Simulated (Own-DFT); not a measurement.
# Same atoms, different arrangement: C34N2Si36, 72 atoms

All numbers below are calculated, not measured. The program, named Own-DFT, is a retired in-house plane-wave density functional code that no person has reviewed. Each row is one single-point run on a periodic cell that was not relaxed, without spin or spin-orbit coupling.

Settings of every run: PBE; PseudoDojo norm-conserving scalar-relativistic files; cutoff 42 hartree; 4 x 4 x 3 k mesh centred on Gamma; Fermi-Dirac smearing of 0.1 eV.

Known limits: not probed for a lower state with spin; forces on such cells passed a denser k mesh, each cell not checked; stress not checked against mesh or cutoff.

All cells hold the same atoms in the same cell, with vectors in Å (9.248, 0.000, 0.000); (-4.624, 8.009, 0.000); (0.000, 0.000, 10.068). Every atom was moved at random from its ideal site; u is the rms move along one axis. The defect's site can differ from row to row. E is the free energy of the cell above the lowest run. The arrangements:

- A: 4H SiC, with two N on a C site each, 3.1 Å apart
- B: 2H SiC, with two N on a C site each, 3.1 Å apart

| arrangement | u (Å) | E (eV) | P (GPa) |
|---|---|---|---|
| A | 0.0298 | 0.199 | 2.61 |
| A | 0.0301 | 0.000 | 2.64 |
| A | 0.0317 | 0.875 | 2.88 |
| A | 0.0501 | 3.990 | 3.96 |
| A | 0.0506 | 4.263 | 3.97 |
| A | 0.0509 | 4.654 | 4.48 |
| B | 0.0281 | 0.631 | 2.74 |
| B | 0.0302 | 1.044 | 2.98 |
| B | 0.0321 | 1.609 | 3.03 |
| B | 0.0496 | 5.680 | 4.48 |
| B | 0.0512 | 5.372 | 4.56 |
| B | 0.0548 | 5.796 | 4.41 |

Question: once the cost of the random moves is taken out, how do the arrangements rank?

## Worked answer

Fit E = a + b u², with one b for all and one a for each arrangement, and with residuals divided by u², since the noise grows with the moves. Then b = 2547 eV/Å², the scatter at u = 0.04 Å is 0.35 eV, and against A:

- B: 0.81 ± 0.16 eV (higher)

These are energies of unrelaxed cells. Relaxing the atoms lowers the strained arrangements most, so the gaps would shrink and small ones could change sign.
